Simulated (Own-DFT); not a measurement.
# What a defect does to the pressure of its cell: zincblende GaAs

No measurement is shown. These are fixed-geometry runs of a retired plane-wave code named Own-DFT, which no person has reviewed; spin and spin-orbit coupling are neglected.

Common settings: PBE; PseudoDojo norm-conserving scalar-relativistic files; cutoff 42 hartree; 3 x 3 x 3 k mesh centred on Gamma; Fermi-Dirac smearing of 0.1 eV.

Keep in mind (not all hold for every row): not probed for a lower state with spin; forces not confirmed at this smearing and k mesh; stress not checked against mesh or cutoff.

All runs share one cell, with vectors in Å (11.737, 0.000, 0.000); (0.000, 11.737, 0.000); (0.000, 0.000, 10.919) and a volume of 1504.3 Å³, strained against the parent crystal. The atoms are randomly displaced, by u rms on each axis. The defect's site can differ from row to row.

| cell | formula | u (Å) | P (GPa) |
|---|---|---|---|
| no defect | As32Ga32 | 0.0298 | 0.75 |
| no defect | As32Ga32 | 0.0310 | 0.78 |
| no defect | As32Ga32 | 0.0506 | 1.06 |
| one As vacancy and one Ga vacancy | As31Ga31 | 0.0292 | 0.44 |
| one As vacancy and one Ga vacancy | As31Ga31 | 0.0308 | 0.52 |
| one As vacancy and one Ga vacancy | As31Ga31 | 0.0490 | 0.73 |
| one P on an As site | As31Ga32P | 0.0311 | 0.52 |
| one P on an As site | As31Ga32P | 0.0482 | 0.80 |
| one P on an As site | As31Ga32P | 0.0529 | 0.83 |
| one In on a Ga site | As32Ga31In | 0.0306 | 1.38 |
| one In on a Ga site | As32Ga31In | 0.0526 | 1.71 |
| one In on a Ga site | As32Ga31In | 0.0538 | 1.82 |
| one Al on a Ga site | AlAs32Ga31 | 0.0272 | ? |
| one Al on a Ga site | AlAs32Ga31 | 0.0306 | 0.73 |
| one Al on a Ga site | AlAs32Ga31 | 0.0488 | 0.97 |
| one Al on a Ga site | AlAs32Ga31 | 0.0495 | 0.99 |

## Worked fit

P = P0 + c u² + a shift for each defect gives P0 = 0.60 GPa, c = 182 ± 11 GPa/Å² and a scatter of 0.03 GPa. The shifts, and each times the cell's volume:

- one In on a Ga site: 0.64 ± 0.03 GPa, 6.0 eV
- one Al on a Ga site: -0.05 ± 0.03 GPa, -0.5 eV (not resolved)
- one P on an As site: -0.25 ± 0.03 GPa, -2.3 eV
- one As vacancy and one Ga vacancy: -0.29 ± 0.03 GPa, -2.7 eV

Positive is outwards. The product with the volume (160.2 GPa Å³ to the eV) is nearly free of the cell's size; divided by the bulk modulus at the cell's pressure it gives the volume that the defect adds. The atoms around the defects weren't relaxed, which would change these numbers.

## Prediction

Asked: what pressure belongs in the blank (one Al on a Ga site, u = 0.0272 Å)?

Estimate: 0.68 ± 0.04 GPa. The hidden result is 0.69 GPa.
